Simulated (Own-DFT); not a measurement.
# What random displacements cost in zincblende GaP, 96 atoms (Ga48P48)

All numbers below are calculated, not measured. The program, named Own-DFT, is a retired in-house plane-wave density functional code that no person has reviewed. Each row is one single-point run on a periodic cell that was not relaxed, without spin or spin-orbit coupling.

Settings of every run: PBE; PseudoDojo norm-conserving scalar-relativistic files; cutoff 42 hartree; 2 x 3 x 3 k mesh centred on Gamma; Fermi-Dirac smearing of 0.1 eV.

Known limits, some of them of some rows only: some atoms lie very close together; forces on such cells moved up to 12 meV/angstrom on a denser k mesh; forces on such cells passed a denser k mesh, each cell not checked; stress not checked against mesh or cutoff.

Cell vectors in Å: (16.352, 0.000, 0.000); (0.000, 10.901, 0.000); (0.000, 0.000, 10.901). In each run every atom was moved at random and independently from its ideal site; u is the rms move along one axis. E is the free energy for each atom above the fitted value at u = 0, and F the rms of the force components.

| run | u (Å) | E (meV/atom) | F (eV/Å) | largest force (eV/Å) | P (GPa) |
|---|---|---|---|---|---|
| 1 | 0.0192 | 6.2 | 0.251 | 0.99 | 2.70 |
| 2 | 0.0201 | 6.9 | 0.269 | 0.89 | 2.71 |
| 3 | 0.0208 | ? | ? | ? | ? |
| 4 | 0.0472 | 41.1 | 0.705 | 2.54 | 3.23 |
| 5 | 0.0515 | 45.7 | 0.716 | 2.63 | 3.26 |
| 6 | 0.0962 | 149.9 | 1.420 | 6.22 | 4.85 |
| 7 | 0.0964 | 168.4 | 1.492 | 6.77 | 4.96 |
| 8 | 0.1001 | 168.0 | 1.514 | 6.39 | 4.97 |
| 9 | 0.1604 | 496.3 | 3.135 | 12.86 | 9.66 |
| 10 | 0.1998 | 756.3 | 4.301 | 21.09 | 13.89 |

## Worked fit

For small independent moves the energy grows as E = (3/2) K u², with K the mean stiffness felt by one atom. The runs with u up to 0.11 Å give K = 11.5 ± 0.3 eV/Å², with residuals divided by u² + 0.0006 Å², since the noise grows with the moves. The scatter is 2.3 meV/atom at u = 0.05 Å. The forces follow F = G u with G = 14.4 eV/Å²; no force at u = 0 is resolved. G exceeds K because the moves of its neighbours add to the force on an atom, and stiffness differs between atoms. At u = 0.200 Å the parabola gives 690 meV/atom and the run 756. The pressure follows P = 2.63 + 241 u² GPa: at fixed volume, shortened bonds push harder than stretched ones pull.

## Withheld run

Question: what energy and rms force should run 3 give?

The fit gives 7 ± 1 meV/atom and about 0.30 eV/Å. The calculation gave 8.3 meV/atom and 0.303 eV/Å.
